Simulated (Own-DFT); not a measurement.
# A surface energy from a slab and the bulk: wurtzite AlN, m plane (10-10)

Source: density functional calculations with Own-DFT, an unreviewed in-house program that is no longer used. Nothing was measured or relaxed, and spin and spin-orbit coupling are left out.

Keep in mind (not all hold for every row): some atoms lie very close together; forces not confirmed at this smearing and k mesh; k mesh not checked against a denser one.

Both sets of runs: PBE; PseudoDojo norm-conserving scalar-relativistic files; cutoff 42 hartree; Gaussian smearing of 0.01 eV. The slab has 128 atoms in 16 layers, two equal faces of 62.02 Å² as cut, 15 Å of vacuum, a dipole correction along the normal and a 6 x 3 x 1 mesh. The bulk cell has 128 atoms, the same measured lattice constants and a 3 x 3 x 3 mesh. All atoms were moved at random; u is the rms move along one axis. Energies are counted from -174.06 eV for each atom.

```
slab run,u (Å),E (eV, cell)
1,0.0196,20.417
2,0.0197,20.251
3,0.0206,20.519
4,0.0207,20.311
5,0.0209,20.719
6,0.0474,27.276
7,0.0518,29.595
8,0.0980,55.358
9,0.0997,61.803
10,0.1009,65.912
11,0.1016,63.937
12,0.1027,56.951
```

| bulk run | u (Å) | E (meV/atom) |
|---|---|---|
| 1 | 0.0199 | -1.57 |
| 2 | 0.0200 | -0.78 |
| 3 | 0.0202 | -2.21 |
| 4 | 0.0202 | -1.45 |
| 5 | 0.0207 | -0.69 |
| 6 | 0.0212 | 0.29 |
| 7 | 0.0217 | -0.41 |
| 8 | 0.1022 | 302.73 |
| 9 | 0.1043 | 328.78 |
| 10 | 0.1055 | 340.38 |

Asked: what is the energy of the unrelaxed surface?

## Solution

Take each set to u = 0 with E = a + b u². Residuals are scaled by 1/(u² + 0.0006 Å²) to tame the large moves. Slab: a = 18.73 ± 0.14 eV. Bulk: a = -14.2 ± 0.3 meV/atom. The excess is 18.73 - 128 x (-0.0142) = 20.55 ± 0.15 eV. Over two faces that is 166 meV/Å², or 2.65 ± 0.02 J/m². Relaxing the faces would lower the energy, and the unlike meshes and the reach from the smallest u down to zero add errors that aren't counted here.
